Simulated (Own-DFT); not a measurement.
Simulation results for GaP (zincblende, strongly disordered by large displacements), InAs (zincblende, strongly disordered by large displacements)

All values are calculated (Own-DFT development build). A calculation, not a measurement: plane-wave PBE density functional theory by an unreviewed code, no spin, of a simulated periodic cell, stress positive in tension, free energy of the whole cell less one offset for each atom, forces on such cells passed a denser k mesh, this cell's mesh not checked; broken bonds can close the gap or carry spin, so checks made on this kind of crystal may not hold here; offsets are fitted by least squares, one for each functional and potential file, so energies compare only between cells with the same atoms and settings and are not formation energies; the far tail of each file's local potential was reset to the Coulomb form; each entry is a single point on an unrelaxed cell, so the pressure reflects the starting lattice, mostly measured values (interpolated for alloys), from which strain is counted, and rises with the displacements; printed positions are rounded, which can move forces by about a meV/angstrom; the program, named Own-DFT, is a retired in-house code; no spin-orbit coupling.

Settings shared by all entries: functional PBE; potential files PseudoDojo norm-conserving, scalar-relativistic, standard set; wave cutoff 42 hartree; occupations Fermi-Dirac; smearing width 0.1 eV; k mesh 3 x 3 x 3 centred on Gamma.

(1) 
```xyz
64
Lattice="10.9010 0.0000 0.0000 0.0000 10.9010 0.0000 0.0000 0.0000 10.9010" Properties=species:S:1:pos:R:3:force_x:R:1:force_y:R:1:force_z:R:1 formula=GaP hardware=one_NVIDIA_H100 free_energy_of_cell_above_offsets=5.598 pressure=11.65 stress_xx=-10.82 stress_yy=-11.92 stress_zz=-12.21 stress_yz=-1.25 stress_xz=2.47 stress_xy=1.05 wall_time=625.1
Ga     0.1103     0.2444    10.8958     -2.544     -2.428      -2.94
Ga    10.7915     3.0612     2.6435      1.552     -1.035      0.919
Ga     2.8756    10.7626     2.5801     -1.371      1.219      2.434
Ga     2.9082     2.6133     0.1808     -2.032     -0.079     -0.679
P      1.3442     0.9979     1.5082      1.223      4.492      0.793
P      1.2313     4.2568     4.2933      2.785     -5.671     -2.955
P      4.0446     1.1434     4.1556      0.713      1.185     -1.827
P      3.6852     4.2644     1.5308      3.243     -1.455     -0.746
Ga    10.3974     0.0496     5.3003      2.277     -1.418      2.428
Ga     0.2219     2.7988     8.0605     -3.988      4.647      4.436
Ga     2.8200    10.7083     7.9402      -3.54      3.694      3.258
Ga     2.9731     2.6592     5.4146     -2.889     -0.452     -0.144
P      1.1356     1.4709     6.9363      3.645     -5.118     -4.655
P      1.3526     4.3422     9.6620      2.069     -3.026     -2.171
P      4.2410     1.6492     9.4484     -8.335      -7.39      7.265
P      3.8402     3.8622     6.9645      2.453      2.228      0.795
Ga     0.4785     5.9193    10.7191     -4.784     -0.505     -2.231
Ga     0.0629     8.1322     2.7742      5.901      6.029     -4.009
Ga     2.6415     5.4375     2.9917     -2.324      -1.16     -0.877
Ga     3.0843     7.9507     0.0016     -1.963      0.482     -0.172
P      1.3116     6.6465     1.5160      2.558       2.81      2.087
P      1.6755     9.8222     4.2294      -2.64     -1.503      0.609
P      3.4488     6.9262     4.1720      8.103     -5.132     -6.397
P      4.1021     9.4803     1.4860     -0.233     -3.228     -0.343
Ga     0.1737     5.6022     5.3158     -3.731      3.168      3.035
Ga    10.7280     8.1737     8.2769      9.093     -4.392      5.193
Ga     2.6847     5.7166     8.0232     -0.596      -2.89      0.575
Ga     2.8467     8.1124     5.4400     -4.093      8.068      6.764
P      1.4151     6.9138     6.6951     -1.627      1.153      0.787
P      1.6245     9.4645     9.6061     -1.165      0.018      0.128
P      4.2243     6.7335     9.2544      0.364      1.267      0.627
P      4.0228     9.4701     6.8698      1.077      0.569     -4.551
Ga     5.1489    10.7547     0.2574      3.529       3.55      -3.88
Ga     5.4375     2.8337     2.7310     -0.744      -0.25      0.204
Ga     8.3095     0.0699     2.6368     -4.201     -3.771     -2.749
Ga     7.8985     2.8003     0.2540      5.113      3.183     -3.149
P      6.8153     1.5548     1.3186      -4.24     -5.532      3.941
P      6.9896     3.9297     4.0665     -0.871      3.065     -0.719
P      9.6410     1.2227     3.5764      2.638      4.198      3.138
P      9.6048     4.2456     1.2578     -1.207      1.385     -1.014
Ga     5.6072     0.0627     5.3804     -7.967      4.907      3.963
Ga     5.4678     2.4399     8.3233      4.276       7.06     -4.245
Ga     7.6894     0.0191     8.1959       2.33      0.787     -0.462
Ga     8.1587     2.3729     5.0990      1.023      0.207       1.72
P      6.4939     1.5536     6.7995       3.71     -1.854     -2.595
P      6.6823     3.8409     9.6080     -0.391      2.612      0.008
P      9.1957     1.4240     9.6011      1.733      0.256     -0.301
P      9.6919     4.4516     6.9022       1.09     -2.493     -2.219
Ga     5.0558     5.4578    10.8751      1.935     -1.295      0.603
Ga     5.1940     7.9756     2.6819      1.071     -0.711      1.737
Ga     8.4720     5.9029     2.7718     -2.225     -4.543     -2.153
Ga     7.9254     7.9576     0.1859      6.537      6.793     -7.624
P      6.9517     6.9236     1.3894     -7.301     -6.099      6.263
P      6.9111     9.8195     4.7493      6.865     -5.445     -6.862
P      9.7909     7.0659     3.8371      -3.26     -2.853      7.928
P      9.6840     9.3620     1.3296     -1.179      1.153     -0.784
Ga     5.6061     5.4208     5.4408      -1.61     -1.708     -0.168
Ga     5.3509     8.2565     7.8557      2.567     -0.728       3.74
Ga     8.1146     5.0736     8.2104     -1.528      1.482      0.772
Ga     8.2495     8.1972     5.2561      1.097     -1.057      1.898
P      6.6257     6.9963     6.5939      2.393     -1.362      0.071
P      6.7560     9.6212     9.6688     -2.048     -1.969       1.02
P      9.2976     6.7996     9.3280     -0.078     -0.555      2.448
P      9.4831     9.0980     7.2751     -8.255      7.442     -7.964
```

Units: free_energy_of_cell_above_offsets in eV; pressure, stress_xx, stress_yy, stress_zz, stress_yz, stress_xz, stress_xy in GPa; wall_time in s; force_x, force_y, force_z in eV/Å.

(2) 
```xyz
64
Lattice="12.1166 0.0000 0.0000 0.0000 12.1166 0.0000 0.0000 0.0000 12.1166" Properties=species:S:1:pos:R:3:force_x:R:1:force_y:R:1:force_z:R:1 formula=InAs hardware=one_NVIDIA_H200 free_energy_of_cell_above_offsets=-5.972 pressure=7.88 stress_xx=-7.66 stress_yy=-7.73 stress_zz=-8.24 stress_yz=0.64 stress_xz=-1.2 stress_xy=-1.78 wall_time=1157
In     0.4362    11.9958    12.0582     -1.088      2.116      0.545
In    11.9692     3.2653     2.5642       0.92     -0.668      2.328
In     3.2372     0.3836     3.0497     -0.121      -2.43      1.031
In     3.0657     2.9596    11.9312      0.372     -1.491      2.494
As     1.4846     1.4138     1.8653     -1.396      1.416     -2.908
As     1.3724     4.6124     4.5477     -0.864     -1.167      0.357
As     4.6741     1.6103     4.5454      0.431      0.841      1.578
As     4.5789     4.1060     1.5852     -3.072      3.965     -3.277
In     0.0060     0.1508     5.8945      0.214      0.579      0.298
In     0.0599     2.9620     9.5388     -1.458     -0.988     -2.892
In     3.1490    11.7660     9.2886     -2.196     -1.119     -2.927
In     3.0844     3.2120     6.0633     -3.294     -3.307     -3.017
As     1.3371     1.3589     7.7430       1.17      0.441     -0.056
As     1.6137     4.3706    10.6770     -0.654      3.281      0.386
As     4.1875     1.3761    10.3279      3.616      2.738      1.736
As     4.1979     4.3703     7.6278      2.792      3.791      2.387
In    11.8337     5.9667     0.0082      4.433     -1.321      0.616
In    12.0515     8.9021     3.0626      1.807       2.08     -2.241
In     2.9180     5.8857     3.1205      1.098      0.577     -1.123
In     3.2385     8.6854     0.1547     -1.191      1.115     -0.234
As     1.4770     7.3957     1.4452      -0.39      -0.54      0.602
As     1.2792    10.4955     4.6792      2.006     -0.109     -0.637
As     4.6197     7.5191     4.4151      0.293     -0.158      1.071
As     4.1459    10.4093     1.8606      0.474      1.044     -1.514
In    12.0358     6.1729     6.2452      1.525      1.184     -1.948
In     0.2657     9.3702     8.9038     -1.947     -2.926     -2.323
In     3.0149     6.1864     9.2316     -0.658     -1.417     -0.336
In     3.2370     9.2475     6.0938      -3.21     -3.519      -3.76
As     1.7554     7.3474     7.4163      0.141      2.316      0.678
As     1.4804    10.4956    10.5154      2.535     -1.124      2.443
As     4.6568     7.3992    10.6492     -1.567      3.451     -3.074
As     4.4140    10.5947     7.4461       2.99      2.375      2.717
In     5.8807    11.9826    11.8482     -1.228      1.123      1.809
In     6.0382     3.1478     2.9885      4.357     -1.791      2.936
In     8.9998    11.8922     3.3882      1.762      1.645     -3.439
In     9.1922     2.9292     0.1193     -1.781     -1.566     -1.551
As     7.4634     1.3826     1.5225       0.24      -0.32      0.089
As     7.9382     4.5182     4.7151     -1.876     -1.931      1.122
As    10.5185     1.5564     4.4589      1.484     -0.095     -2.133
As    10.3707     4.6956     1.3333     -0.467     -1.037      0.586
In     5.9954     0.1609     6.2435       0.47     -0.066     -0.449
In     5.9107     3.2725     9.0550      0.585     -0.497      0.829
In     9.0050    11.9206     9.2034       0.68       0.43     -3.336
In     9.2634     2.5090     6.2358      0.259      2.503      0.317
As     7.4976     1.7099     7.6754     -0.694     -1.282      1.653
As     7.4872     4.9743    10.4226     -1.928     -4.278        3.1
As    10.4545     1.2876    10.4701       1.62      1.395      2.172
As    10.7959     4.5398     7.2714     -2.679     -2.846      3.559
In     5.8847     6.1252    12.0368      2.649     -2.844      4.311
In     6.0251     9.3237     3.0907      1.179     -0.261      1.207
In     8.9466     5.7771     2.9728      0.174      3.255      0.276
In     8.7821     9.0155     0.0389      3.676      0.893      -0.98
As     7.5517     7.7769     1.6032     -1.627     -2.415      1.569
As     7.7682    10.7145     4.9805     -2.549     -2.241      1.129
As    10.8390     7.5836     4.5433     -3.448     -1.718      1.186
As    11.0746    10.8324     1.5365     -2.798      -1.47      1.153
In     6.3485     6.0381     6.1829     -3.797     -2.733     -3.785
In     6.0034     9.0691     8.8543      0.481       0.15      0.913
In     8.8772     6.1745     9.0988      6.487      0.023      0.009
In     9.2672     8.9956     6.4220     -2.905     -3.667       -2.6
As     7.5110     7.2917     7.6342      0.714      5.452      0.363
As     7.6227    10.6725    10.6797     -1.595     -2.146     -0.457
As    10.8596     7.4999    10.7960     -3.217      3.973     -3.981
As    10.6818    10.5301     7.2426      2.063      3.337      3.422
```

Units: free_energy_of_cell_above_offsets in eV; pressure, stress_xx, stress_yy, stress_zz, stress_yz, stress_xz, stress_xy in GPa; wall_time in s; force_x, force_y, force_z in eV/Å.
